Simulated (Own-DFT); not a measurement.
# Misfit strain and the stress it brings: wurtzite GaN, 72 atoms (Ga36N36)

Source: density functional calculations with Own-DFT, an unreviewed in-house program that is no longer used. Nothing was measured or relaxed, and spin and spin-orbit coupling are left out.

Settings: PBE; PseudoDojo norm-conserving scalar-relativistic files (stringent for Ga); cutoff 96 hartree; 4 x 4 x 3 k mesh centred on Gamma; Gaussian smearing of 0.01 eV.

Caveats: forces not confirmed at this smearing and k mesh; stress not checked against mesh or cutoff.

Unstrained cell vectors in Å: (9.567, 0.000, 0.000); (-4.783, 8.285, 0.000); (0.000, 0.000, 10.370). The unstrained cell has measured lattice constants (interpolated for alloys), not those of this functional. That, the random moves and any unrelaxed bonds set the pressure at no strain. Each run strains x and y alike by e, as a substrate would, and holds the height along z. Each atom got a random Gaussian move of width 0.05 Å along each axis. Stress is positive in tension.

| e (%) | u (Å) | (s_xx + s_yy)/2 (GPa) | s_zz (GPa) |
|---|---|---|---|
| -2.50 | 0.051 | -22.58 | -11.60 |
| -1.75 | 0.049 | -18.38 | -8.52 |
| -0.50 | 0.050 | ? | ? |
| -0.25 | 0.047 | -7.61 | -7.89 |
| 0.25 | 0.048 | -4.84 | -7.97 |
| 0.75 | 0.049 | -3.17 | -6.57 |
| 2.00 | 0.052 | 2.17 | -4.45 |
| 2.25 | 0.050 | 3.91 | -4.79 |
| 2.75 | 0.051 | 5.51 | -3.13 |
| 3.00 | 0.049 | 6.93 | -4.41 |

## Worked fit

With e as a fraction, the in-plane stress is -6.8 + 554 e - 3710 e² GPa (errors 12 and 694, scatter 0.59), and s_zz is -7.5 + 130 e GPa (slope ± 14, scatter 0.80). At e = 0 the first slope is C11 + C12 and the second 2 C13, both with the ions held to the strained lattice and at the cell's own pressure. The term in e² is negative: the layer stiffens under compression and softens under tension. A free layer would change its height as e changes, and the in-plane slope would drop by 2 C13²/C33 to the biaxial modulus. At fixed height, a misfit of 1 % moves the in-plane stress by about 5.5 GPa and s_zz by 1.3 GPa.

## Check

Asked: what are the two stresses at e = -0.50 %?

From the fit: -9.6 and -8.2 GPa. The run itself gave -9.71 and -7.99 GPa.
